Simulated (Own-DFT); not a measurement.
Al₃GaAs₄ (zincblende random alloy, atoms displaced), Al₃GaAs₄ (zincblende random alloy, strained, atoms displaced) (calculated)

Computed with Own-DFT development build. A calculation, not a measurement: plane-wave PBE density functional theory by an unreviewed code, no spin, of a simulated periodic cell, stress positive in tension, free energy of the whole cell less one offset for each atom, forces on such cells passed a denser k mesh, this cell's mesh not checked; offsets are fitted by least squares, one for each functional and potential file, so energies compare only between cells with the same atoms and settings and are not formation energies; the far tail of each file's local potential was reset to the Coulomb form; each entry is a single point on an unrelaxed cell, so the pressure reflects the starting lattice, mostly measured values, from which strain is counted, and rises with the displacements; printed positions are rounded, which can move forces by about a meV/angstrom; the program is a retired in-house code; no spin-orbit coupling; before rounding, a Quantum ESPRESSO 7.3.1 run of the same cell and cutoff gave forces within 1 meV/angstrom rms on each cell, which checks the program and not the settings.

Settings shared by all entries: functional PBE; potential files PseudoDojo norm-conserving, scalar-relativistic, standard set; wave cutoff 42 hartree; occupations Fermi-Dirac; smearing width 0.1 eV; k mesh 3 x 3 x 3 centred on Gamma.

(1) Al₃GaAs₄ (zincblende random alloy, atoms displaced)

```
Al3GaAs4
1.0
     11.3183     0.0000     0.0000
      0.0000    11.3183     0.0000
      0.0000     0.0000    11.3183
Al As Al As Al Ga Al As Ga Al As Al Ga As Ga Al As Al As Al Ga As
4 4 4 4 2 1 1 4 3 1 4 2 2 4 1 3 4 4 4 3 1 4
Direct
  0.00009 0.00010 0.99830
  0.99784 0.24730 0.25308
  0.25219 0.00186 0.24887
  0.25194 0.24974 0.99321
  0.12175 0.12373 0.12498
  0.12445 0.37124 0.37659
  0.37354 0.12309 0.37199
  0.38051 0.37461 0.12712
  0.00320 0.00200 0.49863
  0.99723 0.25480 0.74783
  0.24964 0.00409 0.74784
  0.24957 0.24979 0.49840
  0.12375 0.12159 0.62066
  0.12245 0.37600 0.87321
  0.37430 0.12270 0.87146
  0.37487 0.37524 0.62385
  0.99853 0.50189 0.99981
  0.00056 0.74722 0.24714
  0.25203 0.50356 0.25312
  0.24968 0.74780 0.99968
  0.12593 0.62360 0.12281
  0.12592 0.87841 0.37942
  0.38161 0.62708 0.37744
  0.37595 0.87438 0.12461
  0.99999 0.50326 0.49727
  0.00394 0.74918 0.75145
  0.24796 0.50068 0.74857
  0.25036 0.75146 0.49879
  0.12544 0.62008 0.62319
  0.12737 0.87088 0.87005
  0.37555 0.62559 0.87382
  0.37461 0.87716 0.62350
  0.49790 0.99952 0.99857
  0.49966 0.24861 0.25372
  0.75139 0.99904 0.24490
  0.74934 0.24814 0.99893
  0.61794 0.12327 0.13125
  0.62493 0.37822 0.37170
  0.87920 0.12789 0.37355
  0.88072 0.37340 0.12530
  0.49851 0.00347 0.49854
  0.49941 0.25252 0.74913
  0.75557 0.99888 0.74394
  0.75043 0.24833 0.50197
  0.62705 0.12342 0.62360
  0.62501 0.37479 0.88005
  0.87275 0.12281 0.87405
  0.87515 0.38022 0.62811
  0.50425 0.50097 0.99591
  0.49913 0.74940 0.25461
  0.75003 0.49996 0.24335
  0.75124 0.75267 0.00239
  0.62364 0.63375 0.12474
  0.62645 0.87650 0.37700
  0.87012 0.62580 0.37575
  0.87366 0.88118 0.12411
  0.50212 0.50215 0.50057
  0.50235 0.74940 0.74997
  0.75420 0.49585 0.75385
  0.75028 0.74866 0.49496
  0.62506 0.62612 0.61993
  0.62410 0.87199 0.87218
  0.88091 0.62251 0.87777
  0.87459 0.87343 0.62951
```

- free energy of cell above offsets: -20.059 eV
- pressure: 2.98 GPa
- stress xx: -2.98 GPa
- stress yy: -2.99 GPa
- stress zz: -2.98 GPa
- stress yz: -0.13 GPa
- stress xz: -0.09 GPa
- stress xy: 0.25 GPa

Force:
```
element  x (eV/Å)  y (eV/Å)  z (eV/Å)
     Al     0.225     -0.16    -0.267
     Al     0.599     0.359    -0.498
     Al    -0.451    -0.416    -0.221
     Al    -0.187     0.178     0.739
     As     0.479     0.306    -0.214
     As     -0.01     0.514    -0.308
     As     0.026     0.447     0.341
     As    -0.449     0.109    -0.476
     Al    -0.808    -0.436     0.166
     Al     0.234    -0.668     0.058
     Al    -0.107     -0.54    -0.189
     Al     0.181    -0.226     0.225
     As     0.062     0.889     0.612
     As     0.181    -0.043     0.191
     As     0.287     0.298     0.103
     As     0.036     0.044    -0.119
     Al     0.487    -0.537      0.22
     Al    -0.083     0.522     0.384
     Ga     0.085    -0.407    -0.076
     Al     0.202     0.247    -0.015
     As    -0.026     0.013     0.226
     As    -0.011    -0.506    -0.887
     As    -0.806    -0.133     0.136
     As     -0.18    -0.149     0.098
     Ga    -0.145     -0.33    -0.017
     Ga    -0.266    -0.372     -0.41
     Ga     0.268    -0.202     0.207
     Al     0.051    -0.163     0.219
     As     0.079     0.794    -0.151
     As     0.152     0.688      0.62
     As    -0.005     -0.17    -0.064
     As     0.107    -0.175     0.278
     Al     0.277    -0.182    -0.036
     Al    -0.055     0.343     0.083
     Ga    -0.323     0.404     0.796
     Ga    -0.034    -0.239     0.651
     As     0.528     0.075     -0.81
     As     0.234    -0.318     0.356
     As    -0.798    -0.606      0.46
     As    -0.474     0.015    -0.131
     Ga     0.116    -0.292     0.076
     Al     0.239    -0.226     0.001
     Al    -0.843     0.021     0.715
     Al      0.09     0.531    -0.324
     As    -0.241     0.274      0.27
     As     0.158    -0.177     -0.74
     As     0.327     0.273    -0.203
     As    -0.032     -0.48    -0.758
     Al    -0.456      0.35     0.745
     Al     0.256     0.612     -0.35
     Al    -0.098     0.115     0.083
     Al     0.119     -0.02    -0.455
     As     0.096    -0.717    -0.068
     As    -0.104     0.158    -0.352
     As     0.618    -0.306    -0.776
     As     0.615    -0.827    -0.173
     Al     -0.02    -0.477     -0.04
     Al    -0.317     0.006    -0.459
     Al     -0.64     0.753     -0.02
     Ga    -0.072      0.51     0.712
     As     0.404    -0.253     0.897
     As     0.442     0.599     0.184
     As    -0.826     0.601    -0.199
     As     0.607      -0.3    -1.044
```

(2) Al₃GaAs₄ (zincblende random alloy, atoms displaced)

```
Al3GaAs4
1.0
     11.3183     0.0000     0.0000
      0.0000    11.3183     0.0000
      0.0000     0.0000    11.3183
Al Ga As Al Ga Al Ga As Ga Al Ga As Al As Al As Ga Al As Al As Al As
3 1 4 1 1 1 1 4 1 2 1 4 4 4 4 4 3 1 4 4 4 4 4
Direct
  0.00137 0.99428 0.99988
  0.00413 0.24171 0.25016
  0.25426 0.00059 0.24515
  0.25325 0.25108 0.00511
  0.12604 0.10709 0.12598
  0.12710 0.38462 0.38202
  0.37560 0.12631 0.36149
  0.38020 0.37663 0.12749
  0.00628 0.99100 0.49795
  0.99799 0.24745 0.76134
  0.25466 0.99343 0.76181
  0.24839 0.25729 0.50382
  0.12426 0.12890 0.62561
  0.12823 0.37946 0.86756
  0.36998 0.11204 0.86721
  0.36541 0.38200 0.62116
  0.98743 0.49929 0.01677
  0.00790 0.74076 0.23848
  0.24494 0.50077 0.24778
  0.25012 0.74104 0.00016
  0.11552 0.62391 0.12504
  0.12038 0.86270 0.37806
  0.37553 0.63263 0.37150
  0.39008 0.87367 0.12191
  0.99405 0.49213 0.49945
  0.99350 0.73923 0.75935
  0.25801 0.51718 0.74331
  0.24504 0.75122 0.50353
  0.12985 0.61574 0.62024
  0.13021 0.86990 0.86194
  0.36690 0.62985 0.87506
  0.37052 0.87660 0.62140
  0.50079 0.00849 0.00061
  0.49887 0.24047 0.24960
  0.75700 0.00878 0.25772
  0.74865 0.25462 0.00244
  0.62410 0.12233 0.12704
  0.62994 0.38542 0.38617
  0.86282 0.11522 0.36927
  0.87306 0.36181 0.13395
  0.50071 0.00828 0.49340
  0.48530 0.25613 0.74919
  0.74690 0.00466 0.75084
  0.74625 0.24325 0.49990
  0.60843 0.12687 0.62782
  0.63022 0.38158 0.88308
  0.87450 0.13535 0.87031
  0.88088 0.37105 0.61938
  0.49928 0.51378 0.99780
  0.49949 0.76015 0.26419
  0.74752 0.48637 0.24377
  0.73515 0.74008 0.99464
  0.62192 0.62067 0.12777
  0.61841 0.86300 0.37560
  0.86749 0.63806 0.37496
  0.88306 0.87755 0.12459
  0.49357 0.50121 0.50904
  0.49790 0.74864 0.73295
  0.73578 0.50793 0.75279
  0.74752 0.75503 0.50238
  0.61897 0.62903 0.62302
  0.62782 0.87675 0.87367
  0.88399 0.62442 0.86568
  0.86635 0.87757 0.62486
```

* free energy of cell above offsets: -14.405 eV
* pressure: 4.07 GPa
* stress xx: -4.2 GPa
* stress yy: -3.95 GPa
* stress zz: -4.05 GPa
* stress yz: -0.2 GPa
* stress xz: -0.21 GPa
* stress xy: -1.18 GPa

Force:
```
element  x (eV/Å)  y (eV/Å)  z (eV/Å)
     Al    -0.081     0.093    -1.324
     Al     0.443    -0.223     0.743
     Al     0.081      -1.7     0.607
     Ga    -0.464    -0.198    -0.573
     As     -0.18     1.753     -0.42
     As    -0.315    -1.159    -1.252
     As    -0.968    -0.058     1.778
     As    -0.067     0.216    -0.153
     Al    -0.738       0.7     0.329
     Ga     1.038     1.234    -1.604
     Al    -0.951    -0.142     -2.77
     Ga    -0.209    -1.048    -0.752
     As     0.189    -0.849     0.292
     As      0.09      0.33      1.15
     As     1.199     2.292     1.828
     As     0.643    -0.162     0.837
     Ga     0.413    -0.669    -1.697
     Al    -1.973     1.843     1.983
     Al     0.691     0.168     0.104
     Ga    -0.532     1.428     0.577
     As     1.985     -1.17    -0.978
     As     0.678     0.722    -1.182
     As    -0.695    -0.921     0.605
     As    -1.325    -0.121      0.06
     Al    -0.224     1.648    -0.341
     Al     2.016     2.068     -2.91
     Al    -0.842    -1.512     0.664
     Al     0.451    -0.384    -0.173
     As     -1.56     0.988    -0.113
     As    -1.178    -0.587      1.73
     As     1.801     0.013    -0.513
     As     0.215     0.482    -0.216
     Al     0.294    -0.758    -0.711
     Al     1.081      1.97    -0.035
     Al    -2.451    -3.428    -2.699
     Al    -0.067    -0.842    -0.111
     As     0.699     0.319    -0.153
     As    -0.962    -1.189    -0.471
     As     3.132      2.47     2.845
     As     0.425     0.236    -0.302
     Ga    -0.581     -0.95    -0.143
     Ga     0.484     0.098     0.429
     Ga    -0.072     0.206    -0.162
     Al     0.077     0.348     0.393
     As     1.191     0.377      0.08
     As    -1.352    -0.254    -0.489
     As    -0.852    -1.595     1.561
     As    -1.513    -0.414     1.225
     Al    -0.422    -0.995    -0.026
     Al    -0.899    -1.777    -2.317
     Al     0.063     1.475     0.964
     Al     1.636     0.595     0.187
     As     0.013     0.531      0.74
     As     2.084     2.875     1.198
     As     0.681    -1.563    -0.691
     As    -1.385    -0.807     0.075
     Al     0.273     0.439    -1.314
     Al    -0.525     1.157     1.783
     Al     1.532    -0.533    -0.728
     Al    -0.145    -0.229     0.021
     As     0.727    -0.619    -0.383
     As    -1.025    -0.124    -0.207
     As    -2.803    -1.969     2.599
     As     1.029     -0.12      0.52
```

(3) Al₃GaAs₄ (zincblende random alloy, strained, atoms displaced)

```
Al3GaAs4
1.0
     11.5085     0.2108     0.0975
      0.2108    11.1004    -0.0631
      0.0975    -0.0631    11.3533
Al Ga As Ga Al Ga As Al Ga As Al Ga As Al Ga As Al Ga Al As Al Ga Al As Al As
3 1 4 1 2 1 4 3 1 4 3 1 4 3 1 4 1 1 2 4 1 1 2 4 4 4
Direct
  0.99924 0.00543 0.99906
  0.00328 0.25067 0.25045
  0.24538 0.99982 0.24808
  0.25071 0.24352 0.99404
  0.12643 0.12667 0.11818
  0.11894 0.37660 0.37681
  0.37698 0.11811 0.37205
  0.37339 0.37319 0.12694
  0.99783 0.00738 0.49309
  0.99310 0.24504 0.74998
  0.23898 0.99835 0.75562
  0.25100 0.24703 0.50021
  0.12439 0.12495 0.62864
  0.12417 0.38117 0.88450
  0.37227 0.12388 0.87768
  0.37225 0.36893 0.61896
  0.99501 0.51362 0.00124
  0.00108 0.74817 0.25108
  0.24352 0.50328 0.25206
  0.24880 0.75363 0.99920
  0.11827 0.62945 0.12632
  0.12751 0.88172 0.37135
  0.37437 0.62512 0.37776
  0.37068 0.87718 0.12463
  0.99534 0.50309 0.50427
  0.00281 0.75371 0.75681
  0.25311 0.50501 0.75485
  0.25461 0.74728 0.50232
  0.12947 0.63239 0.62417
  0.13036 0.86967 0.87764
  0.37722 0.62458 0.86777
  0.37296 0.88002 0.63165
  0.49806 0.99749 0.99867
  0.49463 0.24418 0.24462
  0.75538 0.00318 0.24972
  0.75774 0.25314 0.99491
  0.62137 0.12782 0.13300
  0.62975 0.37667 0.38854
  0.87548 0.12556 0.37474
  0.87680 0.38123 0.13227
  0.49795 0.99869 0.49473
  0.49721 0.24573 0.75399
  0.75548 0.99965 0.74756
  0.75127 0.24121 0.49229
  0.62192 0.12390 0.62598
  0.61563 0.38179 0.88193
  0.86946 0.12480 0.87907
  0.87093 0.37912 0.62977
  0.49031 0.50734 0.99659
  0.50326 0.75638 0.24955
  0.75515 0.50084 0.24261
  0.74187 0.73405 0.99664
  0.62019 0.62040 0.12210
  0.63063 0.86950 0.37281
  0.86248 0.62931 0.37688
  0.87482 0.87639 0.11725
  0.49442 0.49638 0.49658
  0.50462 0.74951 0.74792
  0.74920 0.49925 0.75358
  0.75227 0.74324 0.49890
  0.62632 0.62015 0.62899
  0.62225 0.87752 0.87232
  0.87424 0.62513 0.87489
  0.87849 0.87299 0.61730
```

- free energy of cell above offsets: -17.274 eV
- pressure: 3.53 GPa
- stress xx: -2.73 GPa
- stress yy: -4.49 GPa
- stress zz: -3.38 GPa
- stress yz: -1.34 GPa
- stress xz: 1.82 GPa
- stress xy: 3.68 GPa

Force:
```
element  x (eV/Å)  y (eV/Å)  z (eV/Å)
     Al     0.158    -0.585      0.24
     Al    -0.151     0.078     0.058
     Al     0.168     0.577      0.09
     Ga    -0.368     1.465     0.993
     As    -0.231    -0.213     0.386
     As      0.46    -0.158     0.008
     As    -0.645     0.341    -0.468
     As    -0.406     0.403    -0.489
     Ga      0.62    -0.565      0.99
     Al     0.323     1.069      0.59
     Al     0.866     0.347     -0.09
     Ga    -0.392    -0.044    -0.195
     As    -0.251    -0.123    -0.618
     As    -0.215    -0.334    -1.047
     As     0.411    -0.957    -1.021
     As     0.164      0.53     0.834
     Al     0.291    -1.003     0.648
     Al    -0.996     1.207     0.762
     Al     0.248    -0.203     0.053
     Ga     0.607    -0.858     0.741
     As     1.102    -0.432    -0.574
     As    -0.249    -1.066     0.295
     As     0.306    -0.121    -1.187
     As     0.508    -0.314    -0.309
     Al    -0.077     0.394     0.242
     Al    -0.326    -0.032    -0.593
     Al    -0.697    -0.863    -0.641
     Ga    -0.257      1.31     0.233
     As    -0.618    -0.846     0.248
     As    -1.226     0.825    -0.138
     As    -0.201     0.848     0.237
     As     0.292    -0.312    -0.667
     Al      0.13     0.474     0.778
     Al    -0.017     1.346     1.627
     Al    -0.497    -0.423    -0.084
     Ga    -1.585     1.034     1.537
     As     1.169     -0.89    -1.665
     As    -0.148     -0.24    -2.248
     As       0.5    -0.042     -1.31
     As     1.006    -1.089    -1.651
     Al     0.389    -0.435     0.887
     Ga    -0.041     0.654    -0.042
     Al    -0.673    -0.145    -0.029
     Al    -0.589     0.984     1.921
     As     0.554      -0.4    -0.511
     As     0.995    -0.833    -0.843
     As     0.937    -0.722    -1.243
     As     0.359    -1.034    -0.858
     Al    -0.162    -0.474     1.245
     Ga    -0.487     -0.34     0.131
     Al    -1.746     0.477     1.716
     Al    -0.062     1.823     0.383
     As    -0.124    -0.219     0.204
     As     0.049      0.65     0.132
     As     2.228    -1.341    -1.549
     As    -0.109     -0.67     0.094
     Al     0.224      0.29     1.027
     Al    -0.375     0.571     0.142
     Al    -0.571     0.009     0.613
     Al    -1.467      1.19     1.685
     As    -0.129    -0.021    -0.929
     As     0.746    -0.544    -0.117
     As       0.1     0.016     -1.01
     As     0.178    -0.029     0.356
```

(4) Al₃GaAs₄ (zincblende random alloy, atoms displaced)

```
Al3GaAs4
1.0
     11.3183     0.0000     0.0000
      0.0000    11.3183     0.0000
      0.0000     0.0000    11.3183
Ga Al Ga Al As Al Ga As Al Ga Al As Ga Al As Al As Ga Al As Al As Al Ga Al As
1 1 1 1 4 2 2 4 2 1 1 4 1 3 4 4 4 1 3 4 4 4 2 1 1 4
Direct
  0.00297 0.99746 0.00402
  0.99859 0.24365 0.25009
  0.25118 0.99730 0.25167
  0.25079 0.24836 0.00344
  0.12697 0.12495 0.13124
  0.12952 0.37648 0.37486
  0.37687 0.12679 0.37861
  0.37082 0.37806 0.12251
  0.00407 0.00140 0.50247
  0.99720 0.25126 0.74816
  0.25267 0.00218 0.74855
  0.25683 0.24992 0.49972
  0.12268 0.12396 0.62438
  0.12505 0.37428 0.87504
  0.37851 0.12683 0.87493
  0.37723 0.37919 0.62483
  0.99854 0.49879 0.99747
  0.99919 0.75063 0.25615
  0.24771 0.50061 0.24599
  0.25177 0.74926 0.00396
  0.12587 0.62485 0.12426
  0.12719 0.87419 0.38013
  0.37314 0.62759 0.37487
  0.37544 0.87915 0.12238
  0.99856 0.50110 0.50275
  0.99914 0.75391 0.74823
  0.25361 0.50038 0.74739
  0.24981 0.74809 0.50303
  0.12216 0.62448 0.62167
  0.12692 0.87412 0.87212
  0.37439 0.62676 0.87305
  0.37893 0.87505 0.61976
  0.50083 0.99878 0.00236
  0.49808 0.25026 0.25189
  0.74538 0.99569 0.24630
  0.75511 0.24983 0.00288
  0.62175 0.12670 0.13068
  0.63103 0.37726 0.37115
  0.87158 0.12502 0.37570
  0.87659 0.37291 0.12497
  0.49545 0.99855 0.49810
  0.49986 0.24686 0.74477
  0.75084 0.99695 0.74982
  0.75389 0.25202 0.50026
  0.62499 0.12707 0.62558
  0.62585 0.37674 0.87393
  0.87813 0.12397 0.87494
  0.87368 0.37660 0.62198
  0.49873 0.50172 0.99821
  0.50059 0.75445 0.25242
  0.75452 0.49596 0.25162
  0.75138 0.74592 0.00520
  0.62348 0.62600 0.12452
  0.62603 0.87296 0.37412
  0.86979 0.63031 0.37199
  0.87640 0.87444 0.12645
  0.50181 0.49926 0.49834
  0.50546 0.75045 0.75055
  0.74721 0.50074 0.74947
  0.75306 0.75142 0.49803
  0.62185 0.62947 0.62143
  0.62080 0.87685 0.87545
  0.87821 0.62402 0.87859
  0.87764 0.87167 0.62424
```

- free energy of cell above offsets: -20.195 eV
- pressure: 2.96 GPa
- stress xx: -2.95 GPa
- stress yy: -2.98 GPa
- stress zz: -2.95 GPa
- stress yz: -0.16 GPa
- stress xz: 0.45 GPa
- stress xy: -0.23 GPa

Force:
```
element  x (eV/Å)  y (eV/Å)  z (eV/Å)
     Ga     0.171     0.191    -0.336
     Al     0.154     0.691     0.477
     Ga     0.026     0.195     0.271
     Al    -0.208    -0.016    -0.432
     As     0.054    -0.241    -0.486
     As    -0.651    -0.372    -0.008
     As    -0.098    -0.274    -0.643
     As     0.677    -0.322     0.225
     Al    -0.583    -0.126    -0.448
     Al     0.278     0.051     0.094
     Ga     0.065     -0.14    -0.019
     Ga    -0.735     0.258     0.341
     As      0.52     0.624     0.197
     As     0.197    -0.084    -0.192
     As    -0.195    -0.098     0.199
     As     0.189    -0.433    -0.078
     Al     0.438    -0.133      0.35
     Al     0.466     0.089     -0.51
     Ga      0.21     0.189     0.452
     Al    -0.163     0.133    -0.486
     As    -0.666     0.248     0.057
     As    -0.113     0.005    -0.232
     As      0.22    -0.276    -0.139
     As     0.019    -0.485     0.449
     Ga     0.007    -0.027    -0.848
     Al     0.257    -0.696     0.392
     Al    -0.651     0.128     0.256
     Al     0.115     0.041    -0.154
     As     0.288     0.169      0.75
     As     0.171     0.001      0.38
     As     0.118     0.126     0.019
     As    -0.417    -0.386     0.866
     Al     0.068     0.621    -0.235
     Al     -0.07     0.574    -0.077
     Al     0.367     0.385     0.348
     Al     -0.66    -0.187    -0.381
     As     0.273    -0.049    -0.685
     As    -0.659    -0.447     0.549
     As     0.175    -0.613     -0.06
     As     0.361      0.15     0.177
     Ga     0.921     0.272    -0.012
     Al     0.072     0.634     0.543
     Al    -0.066     0.235     0.038
     Al    -0.569    -0.185    -0.132
     As     0.373    -0.501    -0.462
     As    -0.194    -0.595     0.224
     As    -0.234    -0.141     0.115
     As     0.035     0.042     0.501
     Al      0.11    -0.043    -0.055
     Al    -0.295    -0.428    -0.369
     Al    -0.225     0.655    -0.691
     Al     -0.13     0.421    -0.565
     As    -0.007    -0.371      0.51
     As    -0.022     0.354     0.318
     As     0.519     -0.78     0.289
     As    -0.062    -0.146      0.06
     Al     -0.01     0.232    -0.387
     Al    -0.664     0.134    -0.093
     Ga     0.178     0.362    -0.075
     Al    -0.459     0.036     0.315
     As     0.559    -0.309      0.02
     As     0.876    -0.305     0.324
     As    -0.392     0.379     -0.63
     As    -0.327     0.585    -0.185
```
